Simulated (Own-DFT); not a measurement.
# Computed records: GaN (wurtzite, strained, atoms displaced)

A calculation, not a measurement: plane-wave PBE density functional theory by an unreviewed code, no spin, of a simulated periodic cell, stress positive in tension, free energy of the whole cell less one offset for each atom, forces on such cells passed a denser k mesh, this cell's mesh not checked; offsets are fitted by least squares, one for each functional and potential file, so energies compare only between cells with the same atoms and settings and are not formation energies; the far tail of each file's local potential was reset to the Coulomb form; each entry is a single point on an unrelaxed cell, so the pressure reflects the starting lattice, mostly measured values (interpolated for alloys), from which strain is counted, and rises with the displacements; printed positions are rounded, which can move forces by about a meV/angstrom; the program, named Own-DFT, is a retired in-house code; no spin-orbit coupling. Program: Own-DFT development build.

## GaN (wurtzite, strained, atoms displaced)

```
CELL_PARAMETERS angstrom
12.83990 0.20240 -0.12970
-4.68350 8.22110 0.13100
-0.10540 0.10310 10.43430
ATOMIC_POSITIONS crystal
Ga 0.08121 0.22635 0.00142
Ga 0.16614 0.11171 0.24764
N 0.07876 0.21881 0.18613
N 0.16817 0.11886 0.43322
Ga 0.08562 0.22495 0.50074
Ga 0.16977 0.11839 0.75446
N 0.07763 0.21249 0.69240
N 0.17481 0.12205 0.93984
Ga 0.08059 0.55585 0.99621
Ga 0.16031 0.44218 0.24008
N 0.07996 0.54652 0.18558
N 0.17192 0.45179 0.43213
Ga 0.08150 0.54937 0.50712
Ga 0.17299 0.44685 0.75132
N 0.08323 0.55570 0.69148
N 0.17128 0.44379 0.94084
Ga 0.08734 0.88256 0.00023
Ga 0.16724 0.77703 0.24578
N 0.08219 0.88507 0.19010
N 0.17160 0.77580 0.43918
Ga 0.09490 0.89905 0.50388
Ga 0.16427 0.78276 0.74984
N 0.08287 0.87863 0.69568
N 0.16563 0.77084 0.94202
Ga 0.33208 0.22206 0.99650
Ga 0.41216 0.09929 0.24466
N 0.32694 0.20989 0.18238
N 0.41629 0.11408 0.45107
Ga 0.32457 0.21147 0.50067
Ga 0.41044 0.11181 0.75254
N 0.33276 0.22731 0.68797
N 0.41798 0.12202 0.93307
Ga 0.33691 0.55272 0.99809
Ga 0.41980 0.44245 0.24873
N 0.33129 0.55263 0.18364
N 0.42316 0.45323 0.43297
Ga 0.33483 0.55167 0.50007
Ga 0.41523 0.43178 0.74895
N 0.33630 0.55982 0.68302
N 0.41613 0.44307 0.93856
Ga 0.33964 0.90082 0.00030
Ga 0.41166 0.77296 0.25210
N 0.33280 0.88564 0.19029
N 0.42187 0.77858 0.43259
Ga 0.33452 0.89749 0.49287
Ga 0.41792 0.77426 0.76056
N 0.33768 0.90022 0.69487
N 0.40678 0.77192 0.93712
Ga 0.58451 0.21523 0.98419
Ga 0.67283 0.12432 0.25394
N 0.58426 0.22416 0.19019
N 0.66805 0.11086 0.43973
Ga 0.58547 0.22093 0.50002
Ga 0.66718 0.11148 0.75161
N 0.57884 0.21249 0.68892
N 0.67670 0.11004 0.94247
Ga 0.57980 0.54673 0.00303
Ga 0.66643 0.44135 0.24563
N 0.58509 0.56421 0.18483
N 0.66373 0.44069 0.44172
Ga 0.57878 0.55412 0.49255
Ga 0.66658 0.44503 0.75236
N 0.58196 0.54698 0.68703
N 0.67515 0.44787 0.93788
Ga 0.58188 0.89304 0.99977
Ga 0.67080 0.79001 0.25020
N 0.58655 0.89288 0.17985
N 0.66607 0.78111 0.43822
Ga 0.58324 0.88362 0.49288
Ga 0.67234 0.78571 0.74831
N 0.58144 0.89570 0.68346
N 0.66515 0.77022 0.94103
Ga 0.83464 0.21268 0.99729
Ga 0.92079 0.11271 0.25250
N 0.83347 0.23014 0.18142
N 0.91522 0.11623 0.43939
Ga 0.83250 0.21607 0.49733
Ga 0.92341 0.11360 0.74943
N 0.83807 0.22573 0.68807
N 0.91858 0.11542 0.93588
Ga 0.83025 0.55863 0.00131
Ga 0.91453 0.43088 0.24806
N 0.83233 0.56148 0.18588
N 0.91267 0.43841 0.43319
Ga 0.82815 0.55965 0.49108
Ga 0.91797 0.44232 0.75113
N 0.83281 0.56505 0.69005
N 0.91671 0.44178 0.93666
Ga 0.83460 0.88720 0.99879
Ga 0.91861 0.77901 0.25490
N 0.83824 0.89579 0.19054
N 0.91157 0.77533 0.43996
Ga 0.82991 0.88742 0.49614
Ga 0.91805 0.77661 0.76317
N 0.83848 0.89228 0.69303
N 0.91313 0.77279 0.94104
```

| Item | Value |
| --- | --- |
| functional | PBE |
| potential files | PseudoDojo norm-conserving, scalar-relativistic, standard set with the stringent files for Ga |
| wave cutoff | 96 hartree |
| occupations | Gaussian |
| smearing width | 0.01 eV |
| k mesh | 3 x 4 x 3 centred on Gamma |
| stress zz | ? |
| pressure | ? |

To be estimated
1. Estimate the stress zz of GaN (wurtzite, strained, atoms displaced).
2. Give the missing pressure for GaN (wurtzite, strained, atoms displaced).
3. Give the table of force values for GaN (wurtzite, strained, atoms displaced).

Calculated values
1. -3.64 GPa
2. 4.2 GPa
3. 
Force:
| element | x (eV/Å) | y (eV/Å) | z (eV/Å) |
| --- | --- | --- | --- |
| Ga | 0.587 | -0.565 | -0.452 |
| Ga | 0.161 | -0.354 | -0.609 |
| N | 0.384 | 0.224 | 0.278 |
| N | -0.107 | -0.794 | 0.515 |
| Ga | -0.917 | 0.433 | 0.008 |
| Ga | 0.282 | -1.215 | 0.004 |
| N | 1.299 | 1.897 | -1.228 |
| N | -1.255 | -1.73 | -0.082 |
| Ga | 0.434 | -1.276 | 0.311 |
| Ga | 2.241 | -0.165 | 1.118 |
| N | -1.502 | 1.586 | -0.389 |
| N | -0.246 | -0.922 | 0.57 |
| Ga | -0.318 | 0.207 | -1.07 |
| Ga | -0.431 | -0.119 | 0.024 |
| N | 0.346 | -0.033 | 0.098 |
| N | -0.537 | 0.395 | -0.546 |
| Ga | -1.308 | 0.864 | 0.219 |
| Ga | 0.066 | -1.104 | 0.733 |
| N | -0.304 | 0.553 | -0.246 |
| N | -0.936 | 0.231 | -0.282 |
| Ga | -1.103 | -1.67 | -0.027 |
| Ga | 3.599 | -1.428 | 0.831 |
| N | -2.655 | 2.777 | -1.309 |
| N | 0.565 | 1.601 | -0.485 |
| Ga | 0.1 | 0.629 | 0.897 |
| Ga | 0.507 | 1.932 | 1.152 |
| N | 0.288 | 1.023 | 0.791 |
| N | 0.317 | 0.626 | -2.196 |
| Ga | 0.992 | 2.08 | -0.103 |
| Ga | 1.55 | 0.095 | -1.291 |
| N | -0.892 | -1.526 | -0.688 |
| N | 0.922 | -0.762 | 1.017 |
| Ga | -0.937 | 0.007 | 0.662 |
| Ga | -0.41 | -0.018 | -0.564 |
| N | -0.063 | -0.162 | 0.485 |
| N | -1.025 | -1.864 | 0.233 |
| Ga | -0.413 | 0.815 | -0.753 |
| Ga | 0.13 | 2.916 | 0.231 |
| N | 0.03 | -0.661 | 1.054 |
| N | 0.743 | -0.067 | -0.562 |
| Ga | -0.681 | -1.355 | -0.262 |
| Ga | 1.746 | -0.405 | -0.873 |
| N | -0.574 | -0.145 | -0.929 |
| N | -1.002 | 0.033 | 0.888 |
| Ga | 1.264 | -1.78 | 1.77 |
| Ga | -0.337 | 0.87 | -2.579 |
| N | -0.546 | -1.934 | -0.825 |
| N | 1.233 | 1.213 | 1.258 |
| Ga | 0.175 | 1.254 | 1.626 |
| Ga | 0.214 | -1.354 | -0.807 |
| N | -1.037 | -0.763 | -1.091 |
| N | 0.051 | -0.113 | -0.343 |
| Ga | -0.444 | -0.154 | 0.716 |
| Ga | 0.869 | 0.048 | -0.553 |
| N | -0.491 | 1.251 | 0.569 |
| N | -1.833 | -0.296 | -1.309 |
| Ga | 0.389 | 0.638 | -0.783 |
| Ga | -0.233 | 0.925 | 0.514 |
| N | 0.1 | -0.687 | 0.998 |
| N | -0.094 | 0.406 | -1.171 |
| Ga | 1.254 | 0.115 | 1.353 |
| Ga | 1.015 | -0.328 | -0.865 |
| N | -1.227 | 1.147 | -0.332 |
| N | -1.658 | -1.26 | 0.096 |
| Ga | 0.745 | -1.518 | -0.436 |
| Ga | 0.441 | -0.747 | -0.664 |
| N | -1.222 | 0.506 | 1.672 |
| N | 1.045 | -0.535 | -0.494 |
| Ga | -1.183 | 0.914 | 1.172 |
| Ga | -0.419 | -0.938 | 0.174 |
| N | 0.682 | -1.015 | 0.564 |
| N | -0.226 | 0.864 | -0.502 |
| Ga | -0.342 | 1.883 | 0.485 |
| Ga | -0.979 | 0.034 | -0.284 |
| N | 0.565 | -2.148 | 0.396 |
| N | 1.813 | -0.831 | -0.441 |
| Ga | -1.124 | 1.16 | 1.204 |
| Ga | -1.699 | -0.685 | 0.203 |
| N | -0.633 | -0.609 | -0.186 |
| N | 1.231 | -1.039 | 0.102 |
| Ga | 1.515 | -0.983 | 0.332 |
| Ga | -0.558 | 2.638 | 0.195 |
| N | 0.45 | -0.612 | 0.748 |
| N | 0.231 | 0.8 | 0.692 |
| Ga | 1.002 | -1.221 | 1.65 |
| Ga | -0.849 | 0.555 | -0.395 |
| N | 0.58 | -1.103 | -0.483 |
| N | -0.242 | 0.176 | 0.434 |
| Ga | -0.796 | 0.203 | 0.457 |
| Ga | -0.029 | -0.361 | -0.54 |
| N | -0.45 | -0.275 | -0.283 |
| N | 1.196 | 1.618 | -0.226 |
| Ga | 0.46 | 0.334 | 1.174 |
| Ga | -0.144 | -0.208 | -2.183 |
| N | -0.519 | -0.076 | -0.779 |
| N | 1.118 | 1.438 | 0.83 |

Further results for GaN (wurtzite, strained, atoms displaced):

| Quantity | Value |
| --- | --- |
| free energy of cell above offsets | -5.429 eV |
| stress xx | -4.02 GPa |
| stress yy | -4.93 GPa |
| stress yz | 1.46 GPa |
| stress xz | -2.04 GPa |
| stress xy | 4 GPa |
